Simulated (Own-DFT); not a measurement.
# What a change of functional does to the pressure

Calculated results; nothing here was measured. They come from Own-DFT, an in-house plane-wave density functional program, since retired, whose code no person has reviewed. Each row is one single-point run on a periodic cell that was not relaxed, without spin or spin-orbit coupling.

Known limits, some of them of some rows only: forces on such cells failed a check on a denser k mesh; forces on such cells moved up to 12 meV/angstrom on a denser k mesh; forces on such cells passed a denser k mesh, each cell not checked; stress not checked against mesh or cutoff.

Each cell was run twice at the same cutoff, k mesh and smearing, with PBE and with PBEsol, on PseudoDojo norm-conserving files made for PBE. Atoms were moved at random from their sites; u is the rms move along one axis. Files made for PBEsol would give a somewhat different change.

| cell | atoms | volume (Å³/atom) | u (Å) | cutoff (hartree) | P with PBE (GPa) | P with PBEsol (GPa) | change (GPa) |
|---|---|---|---|---|---|---|---|
| C11b WSi2 with one W on a Si site (Si19W11) | 30 | 13.44 | 0.031 | 50 | 10.00 | 5.61 | -4.39 |
| C11b WSi2 with one W on a Si site (Si19W11) | 30 | 13.44 | 0.031 | 50 | 9.95 | 5.55 | -4.39 |
| C11b WSi2 with one W on a Si site (Si19W11) | 30 | 13.44 | 0.081 | 50 | 13.99 | 9.58 | -4.41 |
| C40 NbSi2 with one Si vacancy (Nb12Si23) | 35 | 15.06 | 0.031 | 42 | 0.99 | -2.58 | -3.57 |
| C40 NbSi2 with one Si vacancy (Nb12Si23) | 35 | 15.06 | 0.052 | 42 | 2.06 | -1.51 | -3.57 |
| C40 NbSi2 with one Si vacancy (Nb12Si23) | 35 | 15.06 | 0.082 | 42 | 3.68 | 0.10 | -3.57 |
| D0_22 TiAl3 with two Al vacancies (Al28Ti10) | 38 | 16.46 | 0.085 | 42 | 2.95 | 1.12 | -1.83 |
| D0_22 TiAl3 with two Al vacancies (Al28Ti10) | 38 | 16.46 | 0.049 | 42 | 1.81 | -0.03 | -1.84 |
| D0_22 TiAl3 with two Al vacancies (Al28Ti10) | 38 | 16.46 | 0.053 | 42 | 1.81 | ? | ? |
| beta-Si3N4 (N64Si48) | 112 | 10.49 | 0.049 | 42 | 6.49 | 4.10 | -2.39 |
| beta-Si3N4 (N24Si18) | 42 | 10.59 | 0.047 | 42 | 3.08 | 0.71 | -2.37 |
| beta-Si3N4 (N24Si18) | 42 | 10.70 | 0.046 | 42 | 1.78 | -0.58 | -2.36 |

## Worked reading

Mean change of pressure by composition, in GPa: Si19W11, -4.40; Nb12Si23, -3.57; N4Si3, -2.38; Al14Ti5, -1.83. At a fixed cell PBEsol gives the lower pressure, because it favours a smaller volume than PBE. Here the change varies more between materials than between cells of one material.

## Withheld value

Question: what PBEsol pressure should the Al28Ti10 cell with the blank give?

Adding the mean change of the cells with its composition, -1.83 GPa, to 1.81 gives 0.0 GPa. The calculation gave -0.02 GPa.
